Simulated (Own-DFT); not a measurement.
# Strain and stress in wurtzite AlGaN with randomly placed atoms, 128 atoms (Al48Ga16N64)

All numbers below are calculated, not measured. The program, named Own-DFT, is a retired in-house plane-wave density functional code that no person has reviewed. Each row is one single-point run on a periodic cell that was not relaxed, without spin or spin-orbit coupling.

Settings of every run: PBE; PseudoDojo norm-conserving scalar-relativistic files (stringent for Ga); cutoff 96 hartree; 3 x 3 x 3 k mesh centred on Gamma; Gaussian smearing of 0.01 eV.

Known limits: k mesh not checked against a denser one; stress not checked against mesh or cutoff.

Unstrained cell vectors in Å: (12.525, 0.000, 0.000); (-6.262, 10.847, 0.000); (0.000, 0.000, 10.066). The unstrained cell has measured lattice constants (interpolated for alloys), not those of this functional. That, the random moves and any unrelaxed bonds set the pressure at no strain. Each run strains this cell uniformly, with the atoms carried along. Every atom was also moved at random, by a Gaussian of width 0.05 Å on each axis. The random placing of the alloy's atoms differs from row to row. Strain is the symmetric tensor, in per cent. Stress is positive in tension, and the pressure is minus a third of its trace.

```
run  e_xx (%)  e_yy (%)  e_zz (%)  s_xx (GPa)  s_yy (GPa)  s_zz (GPa)  P (GPa)  E (meV/atom)
  1     -1.25     -1.25      0.00      -13.22      -12.75       -8.80    11.59          19.4
  2      0.75      0.75      0.00       -2.05       -1.93       -5.75     3.25           9.7
  3      3.00      3.00      0.00        8.44        7.53       -2.49    -4.49          19.5
  4      1.75      1.75      0.00        3.93        2.81       -4.51    -0.74           0.0
  5     -2.50     -2.50      0.00      -22.58      -22.92      -10.88    18.80          66.3
  6     -0.75     -0.75      0.00      -10.08      -11.96       -6.24     9.42          11.9
  7     -2.00     -2.00      0.00      -19.45      -20.31       -8.81    16.19          51.1
  8      0.25      0.25      0.00       -4.35       -5.45       -6.90     5.57          21.1
  9      2.00      2.00      0.00           ?           ?           ?        ?             ?
```

E is the free energy for each atom above the lowest run shown.

## Worked fit

The change of volume is close to e_xx + e_yy + e_zz. A straight line through the runs shown gives P = 7.12 - 212 x (fractional change of volume) GPa, with an error of 10 on the slope and a scatter of 0.99 GPa. The strain isn't the same on all axes and the cell isn't cubic, so the slope belongs to this path and is not the bulk modulus.

## Withheld run

Question: what pressure should run 9 give? Its volume changes by 4.04 %.

The line gives -1.5 GPa. The calculation gave -0.98 GPa.
